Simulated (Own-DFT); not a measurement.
# Computed records: Al3GaN4 (wurtzite random alloy, strained, atoms displaced)

A calculation, not a measurement: plane-wave density functional theory by an unreviewed code, no spin, of a simulated periodic cell, stress positive in tension, run twice, with PBE and with PBEsol, both on files made for PBE, so the change isn't that of files made for PBEsol, forces on such cells passed a denser k mesh, this cell's mesh not checked; the far tail of each file's local potential was reset to the Coulomb form; each entry is a single point on an unrelaxed cell, so the pressure reflects the starting lattice, mostly measured values (interpolated for alloys), from which strain is counted, and rises with the displacements; printed positions are rounded, which can move forces by about a meV/angstrom; the program, named Own-DFT, is a retired in-house code; no spin-orbit coupling; stress was not checked against mesh or cutoff. Program: Own-DFT development build.

Settings shared by all entries: functional PBE, then PBEsol; potential files PseudoDojo norm-conserving, scalar-relativistic, standard set; wave cutoff 42 hartree; occupations Fermi-Dirac; smearing width 0.1 eV; k mesh 4 x 4 x 3 centred on Gamma.

(1) Al3GaN4 (wurtzite random alloy, strained, atoms displaced)

```
CELL_PARAMETERS angstrom
9.67560 0.00000 0.00000
-4.83780 8.37930 0.00000
0.00000 0.00000 10.06550
ATOMIC_POSITIONS crystal
Al 0.10965 0.22489 0.99956
Al 0.21480 0.10798 0.24897
N 0.12306 0.22090 0.18613
N 0.22503 0.11466 0.44236
Ga 0.10843 0.21440 0.50217
Al 0.23096 0.10849 0.75447
N 0.10894 0.22380 0.68965
N 0.21567 0.10138 0.94505
Ga 0.10887 0.56130 0.00381
Al 0.22015 0.44813 0.24898
N 0.11166 0.54934 0.18683
N 0.22359 0.45762 0.43669
Ga 0.10691 0.56012 0.50291
Al 0.22026 0.44430 0.74489
N 0.10394 0.55928 0.69721
N 0.21164 0.44203 0.93464
Al 0.11222 0.88225 0.99240
Al 0.22496 0.78797 0.25323
N 0.11820 0.89404 0.18982
N 0.22246 0.78392 0.44178
Al 0.11192 0.88500 0.50250
Ga 0.20403 0.76064 0.75243
N 0.11865 0.89322 0.68632
N 0.21779 0.77109 0.94284
Al 0.44703 0.22128 0.99949
Ga 0.55952 0.11281 0.25221
N 0.45305 0.22949 0.18850
N 0.54838 0.10137 0.45811
Al 0.44292 0.21072 0.50636
Al 0.55998 0.11610 0.74930
N 0.44774 0.22828 0.69607
N 0.54967 0.11643 0.95147
Al 0.45061 0.55933 0.00389
Al 0.55393 0.44080 0.24930
N 0.43959 0.55375 0.19745
N 0.55902 0.43954 0.44067
Al 0.44259 0.56044 0.49819
Al 0.54601 0.45166 0.74627
N 0.44799 0.55846 0.69190
N 0.54842 0.44328 0.93952
Al 0.43937 0.89159 0.00141
Al 0.55443 0.78467 0.25392
N 0.43553 0.88863 0.19818
N 0.56543 0.78092 0.43899
Al 0.45223 0.89408 0.51055
Ga 0.55867 0.78526 0.75127
N 0.44290 0.87824 0.70017
N 0.55152 0.77743 0.93673
Al 0.76675 0.21540 0.99139
Ga 0.88004 0.10298 0.24808
N 0.77427 0.22671 0.19018
N 0.88846 0.11052 0.43635
Al 0.77975 0.23342 0.49309
Al 0.89035 0.10922 0.74742
N 0.76842 0.22786 0.69138
N 0.89421 0.11294 0.94328
Al 0.77621 0.55663 0.00107
Ga 0.88835 0.44290 0.24753
N 0.76928 0.54750 0.19267
N 0.88620 0.44548 0.44122
Al 0.77716 0.55137 0.50311
Al 0.89899 0.44042 0.75515
N 0.77723 0.56134 0.69276
N 0.88801 0.44787 0.94950
Al 0.77871 0.89579 0.00061
Al 0.89447 0.78560 0.24988
N 0.78274 0.88922 0.18445
N 0.88827 0.77362 0.43002
Al 0.78810 0.90191 0.50092
Ga 0.88657 0.76929 0.74997
N 0.78768 0.89595 0.68724
N 0.88200 0.77937 0.94300
```

- PBE pressure: -4.63 GPa
- PBE stress xx: 8.43 GPa
- PBE stress yy: 6.94 GPa
- PBE stress zz: -1.49 GPa
- PBE stress yz: -0.14 GPa
- PBE stress xz: -0.06 GPa
- PBE stress xy: 0.52 GPa
- PBEsol pressure: -7.52 GPa
- PBEsol stress xx: 11.24 GPa
- PBEsol stress yy: 9.79 GPa
- PBEsol stress zz: 1.54 GPa
- PBEsol stress yz: -0.11 GPa
- PBEsol stress xz: -0.05 GPa
- PBEsol stress xy: 0.52 GPa
- rms change of force components from PBE to PBEsol: 0.065 eV/Å

Force:
```csv
force element,PBE force x (eV/Å),PBE force y (eV/Å),PBE force z (eV/Å),PBEsol force x (eV/Å),PBEsol force y (eV/Å),PBEsol force z (eV/Å)
Al,0.8,0.03,-0.215,0.792,0.023,-0.228
Al,1.748,0.693,0.009,1.759,0.679,0.014
N,-1.827,0.932,0.532,-1.915,0.891,0.57
N,0.773,-1.245,-0.269,0.624,-1.168,-0.201
Ga,0.027,1.395,-1.005,0.025,1.348,-0.971
Al,-1.085,0.267,-0.07,-1.097,0.27,-0.086
N,0.375,-0.082,1.32,0.396,-0.103,1.147
N,0.514,0.854,-0.774,0.505,0.863,-0.735
Ga,0.771,-1.732,-0.644,0.743,-1.701,-0.622
Al,0.75,-0.834,-0.186,0.731,-0.866,-0.198
N,-0.355,1.45,2.169,-0.5,1.403,2.011
N,0.594,-0.776,0.826,0.452,-0.801,0.916
Ga,0.507,0.124,-0.808,0.496,0.123,-0.787
Al,0.323,0.231,0.667,0.312,0.266,0.623
N,1.43,-3.053,-1.138,1.446,-2.796,-1.212
N,1.439,0.087,0.276,1.314,0.174,0.338
Al,-1.368,0.645,1.202,-1.375,0.619,1.18
Al,-0.386,-1.335,0.067,-0.402,-1.364,0.054
N,-0.583,-0.827,-0.312,-0.582,-0.818,-0.321
N,0.838,0.237,0.333,0.856,0.097,0.393
Al,-0.847,0.567,-1.249,-0.873,0.554,-1.262
Ga,1.102,3.483,0.279,1.08,3.376,0.285
N,-0.42,0.05,0.872,-0.4,-0.104,0.985
N,0.067,2.027,0.284,0.074,1.809,0.18
Al,-2.011,0.969,0.558,-2.022,0.968,0.535
Ga,-1.364,0.116,0.291,-1.338,0.12,0.265
N,-1.092,-1.049,0.405,-0.966,-1.133,0.459
N,0.998,1.543,-1.028,1.006,1.551,-1.132
Al,-1.068,1.755,-0.594,-1.074,1.761,-0.607
Al,-1.257,-0.777,0.485,-1.266,-0.804,0.495
N,0.015,-0.675,0.009,0.031,-0.658,0.023
N,1.52,-1.604,-1.968,1.51,-1.605,-1.951
Al,-1.12,-0.545,-0.263,-1.136,-0.538,-0.283
Al,-0.257,0.395,0.572,-0.261,0.399,0.569
N,0.48,0.906,-0.672,0.482,0.903,-0.642
N,-0.724,-0.206,0.758,-0.727,-0.214,0.769
Al,1.067,-0.401,-0.423,1.07,-0.396,-0.422
Al,2.25,-0.743,0.765,2.268,-0.736,0.758
N,-1.851,-0.109,-1.111,-1.865,0.054,-1.054
N,0.521,0.223,0.066,0.528,0.211,0.075
Al,0.424,-0.487,-0.036,0.427,-0.48,-0.055
Al,0.519,-1.047,-0.68,0.525,-1.018,-0.698
N,1.495,-0.197,-1.225,1.498,-0.035,-1.172
N,-0.805,0.616,1.029,-0.795,0.619,1.046
Al,-0.198,-1.973,-0.515,-0.193,-2.018,-0.529
Ga,1.541,-1.069,-0.51,1.479,-1.064,-0.47
N,-1.942,2.332,-1.095,-1.867,2.174,-0.969
N,0.211,0.746,2.731,0.212,0.748,2.532
Al,1.2,1.327,1.259,1.216,1.322,1.247
Ga,0.849,1.536,-0.978,0.834,1.493,-0.929
N,1.098,-1.364,-0.772,1.062,-1.337,-0.623
N,-1.07,0.693,1.255,-0.941,0.774,1.125
Al,0.146,-1.533,1.001,0.162,-1.543,0.967
Al,-0.17,0.53,0.513,-0.19,0.54,0.509
N,2.266,-0.16,-0.073,2.261,-0.162,-0.088
N,-1.582,-0.101,-0.795,-1.569,-0.089,-0.782
Al,-0.611,-0.267,0.057,-0.603,-0.264,0.031
Ga,-0.216,0.917,-0.309,-0.218,0.889,-0.295
N,0.079,1.75,-0.664,0.217,1.672,-0.595
N,-0.151,-0.135,0.557,-0.014,-0.029,0.437
Al,-0.999,0.722,-0.735,-0.984,0.746,-0.745
Al,-2.823,0.077,0.631,-2.825,0.095,0.628
N,0.476,-2.361,-0.479,0.489,-2.173,-0.384
N,-0.807,-1.124,-1.511,-0.655,-1.04,-1.426
Al,0.158,-0.742,-0.897,0.143,-0.732,-0.934
Al,0.235,-1.284,-1.24,0.248,-1.278,-1.267
N,-1.161,-0.917,0.744,-1.164,-0.754,0.818
N,0.148,0.796,2.479,0.142,0.783,2.495
Al,0.111,-2.101,-0.707,0.128,-2.114,-0.727
Ga,-0.208,1.813,0.182,-0.217,1.753,0.192
N,-0.501,0.279,0.116,-0.493,0.118,0.224
N,0.994,-0.256,0.65,0.988,-0.253,0.505
```

(2) Al3GaN4 (wurtzite random alloy, strained, atoms displaced)

```
CELL_PARAMETERS angstrom
9.51120 0.00000 0.00000
-4.75560 8.23690 0.00000
0.00000 0.00000 10.06550
ATOMIC_POSITIONS crystal
Ga 0.11247 0.22268 0.00178
Ga 0.22390 0.11276 0.25206
N 0.10250 0.21871 0.19212
N 0.22583 0.11926 0.44243
Al 0.10938 0.22593 0.49350
Al 0.22358 0.11617 0.74602
N 0.10687 0.22841 0.69288
N 0.21577 0.10509 0.94181
Al 0.10643 0.56032 0.00342
Al 0.22259 0.44728 0.25318
N 0.10407 0.54994 0.18493
N 0.22115 0.43496 0.44340
Ga 0.11227 0.55800 0.49812
Al 0.21677 0.44406 0.75428
N 0.10754 0.55412 0.69907
N 0.22452 0.44624 0.93710
Al 0.11608 0.89494 0.00534
Al 0.22781 0.77672 0.24435
N 0.10320 0.89325 0.19538
N 0.21819 0.77657 0.43960
Al 0.10915 0.89220 0.50197
Ga 0.22434 0.77544 0.74647
N 0.10663 0.89821 0.69552
N 0.22367 0.78225 0.94352
Al 0.43706 0.21880 0.99495
Ga 0.56168 0.10985 0.24347
N 0.43820 0.21797 0.18505
N 0.55224 0.11060 0.44209
Al 0.44530 0.23186 0.50621
Al 0.55356 0.10644 0.74728
N 0.44194 0.21532 0.69346
N 0.55399 0.10924 0.93284
Al 0.44126 0.55336 0.00538
Ga 0.54186 0.44071 0.24679
N 0.44711 0.55427 0.18615
N 0.54157 0.43450 0.43800
Al 0.44380 0.55850 0.50155
Al 0.55196 0.45240 0.75747
N 0.44574 0.55010 0.69687
N 0.56631 0.44139 0.94669
Al 0.43900 0.89165 0.99813
Al 0.54854 0.76570 0.24487
N 0.44311 0.89031 0.19906
N 0.55820 0.77414 0.44343
Al 0.44152 0.88521 0.50155
Ga 0.55141 0.77550 0.74458
N 0.45042 0.88674 0.68290
N 0.54863 0.77541 0.93541
Al 0.77739 0.22221 0.99690
Ga 0.88249 0.09329 0.24803
N 0.77829 0.22768 0.19381
N 0.89719 0.11198 0.44473
Al 0.77936 0.22160 0.49815
Al 0.88075 0.10470 0.74208
N 0.77853 0.22444 0.68585
N 0.89506 0.10857 0.94189
Al 0.77859 0.55957 0.00584
Al 0.89615 0.44738 0.25375
N 0.77312 0.55182 0.18169
N 0.89263 0.44420 0.43506
Al 0.78008 0.55427 0.50551
Al 0.88319 0.43714 0.74407
N 0.77179 0.56077 0.69180
N 0.88318 0.43664 0.93762
Al 0.77646 0.89361 0.99746
Al 0.88555 0.77197 0.25322
N 0.77702 0.89548 0.18161
N 0.88467 0.77692 0.43814
Al 0.78044 0.89060 0.50071
Ga 0.87924 0.78177 0.75597
N 0.77598 0.88735 0.68653
N 0.89147 0.77995 0.94886
```

- PBE pressure: 0.95 GPa
- PBE stress xx: 2.36 GPa
- PBE stress yy: -1.02 GPa
- PBE stress zz: -4.2 GPa
- PBE stress yz: 0.23 GPa
- PBE stress xz: -0.4 GPa
- PBE stress xy: -1.03 GPa
- PBEsol pressure: -2.06 GPa
- PBEsol stress xx: 5.36 GPa
- PBEsol stress yy: 1.98 GPa
- PBEsol stress zz: -1.14 GPa
- PBEsol stress yz: 0.25 GPa
- PBEsol stress xz: -0.4 GPa
- PBEsol stress xy: -1.05 GPa
- rms change of force components from PBE to PBEsol: 0.069 eV/Å

Force:
```csv
force element,PBE force x (eV/Å),PBE force y (eV/Å),PBE force z (eV/Å),PBEsol force x (eV/Å),PBEsol force y (eV/Å),PBEsol force z (eV/Å)
Ga,-0.095,0.23,-0.242,-0.104,0.196,-0.234
Ga,-0.469,0.078,0.122,-0.461,0.069,0.124
N,0.929,1.797,0.67,0.914,1.621,0.605
N,-0.133,-0.849,1.244,-0.127,-0.84,1.074
Al,1.171,-1.077,1.756,1.17,-1.08,1.749
Al,-0.871,-0.038,0.701,-0.885,-0.02,0.714
N,0.503,-0.658,-0.735,0.495,-0.663,-0.74
N,1.186,0.775,-0.918,1.025,0.861,-0.869
Al,0.398,-1.062,-1.981,0.4,-1.067,-2.008
Al,-0.298,-1.247,-0.648,-0.29,-1.234,-0.649
N,1.34,1.215,1.423,1.34,1.209,1.425
N,0.005,2.45,-1.057,-0.106,2.52,-1.002
Ga,0.364,-0.497,0.836,0.344,-0.477,0.815
Al,0.577,-0.232,-0.558,0.585,-0.209,-0.583
N,0.005,-0.654,-1.052,0.009,-0.467,-1.122
N,-0.31,0.936,1.397,-0.323,0.784,1.461
Al,-0.956,-0.731,-0.274,-0.957,-0.728,-0.283
Al,-2.095,0.177,0.897,-2.112,0.168,0.898
N,1.538,-1.784,-0.537,1.542,-1.6,-0.47
N,0.332,0.995,-0.31,0.327,0.819,-0.255
Al,-0.021,0.315,-0.167,-0.024,0.294,-0.183
Ga,-1.164,1.076,0.529,-1.136,1.028,0.532
N,0.952,-0.677,-1.274,0.922,-0.818,-1.168
N,-0.381,-0.409,0.687,-0.385,-0.416,0.532
Al,0.784,0.159,0.101,0.781,0.159,0.086
Ga,-1.436,1.078,1.534,-1.402,1.047,1.521
N,0.651,0.1,-0.767,0.62,0.105,-0.596
N,0.38,0.121,0.751,0.368,0.123,0.618
Al,0.501,-2.047,-0.502,0.507,-2.06,-0.519
Al,-0.007,0.514,-0.514,0.006,0.501,-0.521
N,-0.15,1.261,0.207,-0.141,1.267,0.221
N,0.049,-0.226,1.077,0.042,-0.209,1.082
Al,0.492,0.08,-2.401,0.515,0.063,-2.418
Ga,2.839,-1.079,0.42,2.769,-1.063,0.417
N,-2.804,0.544,0.517,-2.614,0.408,0.599
N,0.919,2.264,0.999,0.909,2.278,0.817
Al,0.649,-1.065,0.479,0.634,-1.049,0.48
Al,2.005,-1.646,0.223,2.018,-1.648,0.233
N,-1.992,-0.046,-1.509,-2.013,0.126,-1.459
N,-2.408,0.253,-0.657,-2.392,0.249,-0.625
Al,1.234,-0.072,0.171,1.244,-0.058,0.175
Al,0.458,2.24,0.842,0.469,2.252,0.857
N,0.849,-1.953,-1.991,0.871,-1.737,-1.932
N,-0.683,0.237,-0.884,-0.678,0.254,-0.873
Al,0.101,0.778,-1.759,0.103,0.749,-1.788
Ga,0.781,-0.449,0.706,0.759,-0.447,0.704
N,-1.481,0.891,0.539,-1.434,0.72,0.673
N,0.328,0.309,1.897,0.322,0.303,1.72
Al,0.318,-0.284,0.405,0.323,-0.307,0.409
Ga,-0.775,3.494,1.06,-0.744,3.411,1.024
N,1.258,0.244,-1.204,1.205,0.076,-1.101
N,-1.69,-0.749,0.054,-1.692,-0.756,-0.086
Al,-0.432,-0.437,-0.736,-0.418,-0.433,-0.765
Al,0.906,1.23,1.104,0.901,1.224,1.113
N,-0.273,-0.944,0.13,-0.274,-0.954,0.133
N,-2.409,-0.104,-1.387,-2.233,0.008,-1.323
Al,0.875,-0.466,-2.031,0.882,-0.464,-2.075
Al,-1.794,-0.718,-1.494,-1.796,-0.706,-1.493
N,0.819,0.633,3.175,0.699,0.547,3.229
N,-1.204,-0.264,1.457,-1.054,-0.183,1.532
Al,-1.021,0.055,-1.1,-1.015,0.061,-1.121
Al,-0.562,1.223,1.399,-0.575,1.243,1.382
N,0.84,-1.51,-0.286,0.826,-1.341,-0.203
N,0.202,1.273,0.026,0.19,1.278,0.03
Al,0.288,-0.785,-0.439,0.286,-0.792,-0.468
Al,-0.459,0.116,-1.25,-0.487,0.124,-1.248
N,-0.338,-4.482,0.582,-0.316,-4.237,0.675
N,0.444,-0.282,0.732,0.445,-0.278,0.748
Al,-0.047,-0.313,-0.516,-0.051,-0.32,-0.539
Ga,1.911,-0.357,0.467,1.87,-0.355,0.453
N,-0.971,1.053,-0.275,-0.946,0.858,-0.143
N,-0.452,-0.002,0.14,-0.455,0.011,0.002
```
